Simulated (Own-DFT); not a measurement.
# Strain and stress in wurtzite AlN, 128 atoms (Al64N64)

All numbers below are calculated, not measured. The program, named Own-DFT, is a retired in-house plane-wave density functional code that no person has reviewed. Each row is one single-point run on a periodic cell that was not relaxed, without spin or spin-orbit coupling.

Settings of every run: PBE; PseudoDojo norm-conserving scalar-relativistic files; cutoff 42 hartree; 3 x 3 x 3 k mesh centred on Gamma; Gaussian smearing of 0.01 eV.

Known limits: k mesh not checked against a denser one; stress not checked against mesh or cutoff.

Unstrained cell vectors in Å: (12.448, 0.000, 0.000); (-6.224, 10.780, 0.000); (0.000, 0.000, 9.964). The unstrained cell has measured lattice constants (interpolated for alloys), not those of this functional. That, the random moves and any unrelaxed bonds set the pressure at no strain. Each run strains this cell uniformly, with the atoms carried along. Every atom was also moved at random, by a Gaussian of width 0.05 Å on each axis. Strain is the symmetric tensor, in per cent. Stress is positive in tension, and the pressure is minus a third of its trace.

| run | e_xx (%) | e_yy (%) | e_zz (%) | e_yz (%) | e_xz (%) | e_xy (%) | s_xx (GPa) | s_yy (GPa) | s_zz (GPa) | s_yz (GPa) | s_xz (GPa) | s_xy (GPa) | P (GPa) | E (meV/atom) |
|---|---|---|---|---|---|---|---|---|---|---|---|---|---|---|
| 1 | -0.37 | 0.64 | -0.63 | 0.24 | -1.98 | 1.89 | -8.24 | -5.17 | -7.03 | 0.78 | -4.94 | 7.28 | 6.81 | 27.3 |
| 2 | 0.82 | -1.63 | -1.70 | -0.47 | -1.54 | -1.06 | -5.12 | -17.36 | -14.63 | -1.02 | -3.76 | -4.86 | 12.37 | 48.5 |
| 3 | 0.85 | 0.19 | -0.17 | -1.11 | -0.79 | 0.36 | -2.48 | -3.78 | -4.81 | -3.09 | -1.43 | 2.79 | 3.69 | 0.0 |
| 4 | 0.85 | -1.19 | 1.84 | -1.98 | -1.62 | 1.21 | -1.16 | -10.02 | 1.67 | -5.08 | -3.91 | 3.54 | 3.17 | 21.4 |
| 5 | 1.52 | -1.10 | 0.49 | 1.13 | 1.99 | -1.45 | 0.49 | -9.32 | -3.89 | 2.92 | 4.59 | -5.34 | 4.24 | 19.9 |
| 6 | 0.03 | 1.69 | -0.20 | 0.41 | -0.99 | -0.36 | -3.10 | 1.33 | -6.01 | 0.78 | -1.95 | -0.25 | 2.60 | 5.0 |
| 7 | 1.94 | 0.10 | 1.61 | -1.19 | 0.71 | 1.20 | 1.99 | -2.05 | 3.18 | -3.04 | 1.47 | 4.61 | -1.04 | 14.2 |
| 8 | -0.81 | 0.77 | -0.12 | -1.41 | 1.55 | -0.30 | -10.90 | -2.89 | -5.66 | -4.40 | 3.73 | 0.09 | 6.49 | 20.6 |
| 9 | -1.66 | -0.47 | 1.82 | -0.05 | 0.45 | -1.05 | -14.94 | -6.46 | 0.90 | -0.36 | 0.89 | -4.12 | 6.83 | 14.5 |
| 10 | 0.35 | -1.70 | -0.12 | -1.73 | -1.87 | -1.66 | -7.96 | -13.09 | -7.94 | -4.55 | -4.86 | -5.49 | 9.66 | 43.0 |
| 11 | 1.89 | 1.24 | 1.72 | 0.27 | 0.11 | 1.15 | 4.05 | 2.07 | 4.68 | 0.56 | -0.26 | 3.86 | -3.60 | 7.8 |
| 12 | 1.63 | -0.67 | 1.50 | 1.90 | 1.33 | -0.87 | 2.67 | -5.89 | 0.92 | 4.30 | 2.73 | -2.40 | 0.77 | 3.5 |
| 13 | 1.65 | 1.70 | -1.79 | 1.32 | 0.88 | -0.49 | 1.51 | 3.46 | -12.46 | 3.87 | 2.46 | -2.30 | 2.50 | 9.5 |
| 14 | -1.75 | -1.39 | -0.83 | 1.64 | 0.83 | -1.41 | -15.86 | -15.46 | -13.89 | 4.58 | 2.01 | -5.78 | 15.07 | 34.9 |
| 15 | -0.91 | -1.66 | 1.64 | 0.71 | -0.68 | -1.13 | -10.68 | -12.55 | -0.35 | 1.64 | -1.70 | -3.45 | 7.86 | 18.2 |
| 16 | -1.43 | -1.72 | 0.53 | -0.59 | 0.31 | 1.92 | ? | ? | ? | ? | ? | ? | ? | ? |

E is the free energy for each atom above the lowest run shown.

## Worked fit

Each stress component was fitted by least squares to a constant and the strains of the runs shown, as fractions, with shears doubled. Shear strains stay in the fit of a normal stress only where such slopes are resolved. The slopes, in GPa:

```
stress,at no strain,per e_xx,per e_yy,per e_zz,scatter
s_xx,-6.6,474 ± 27,85 ± 28,57 ± 26,1.22
s_yy,-6.0,74 ± 27,496 ± 28,118 ± 26,1.22
s_zz,-6.0,68 ± 19,104 ± 20,470 ± 19,0.88
```

Each shear stress against twice its own strain: yz 134 ± 4, xz 119 ± 4, xy 169 ± 17 GPa. These are stiffnesses along x, y and z of the frame in which the cell vectors are given, which need not be the crystal's axes. The atoms are held to the strained lattice; where symmetry lets them move under strain, relaxing them would lower some slopes. The table should be nearly symmetric about its diagonal, and what it lacks of that shows the noise. A ninth of its sum, 216 ± 5 GPa, estimates the bulk modulus near the mean pressure of these runs, 5.2 GPa, so it lies above the value at zero pressure.

## Withheld run

Question: what normal stresses and pressure should run 16 give?

The fit gives s_xx = -14.5, s_yy = -15.0, s_zz = -6.3 and P = 11.9 GPa. The calculation gave -15.67, -15.36, -5.72 and P = 12.25 GPa.
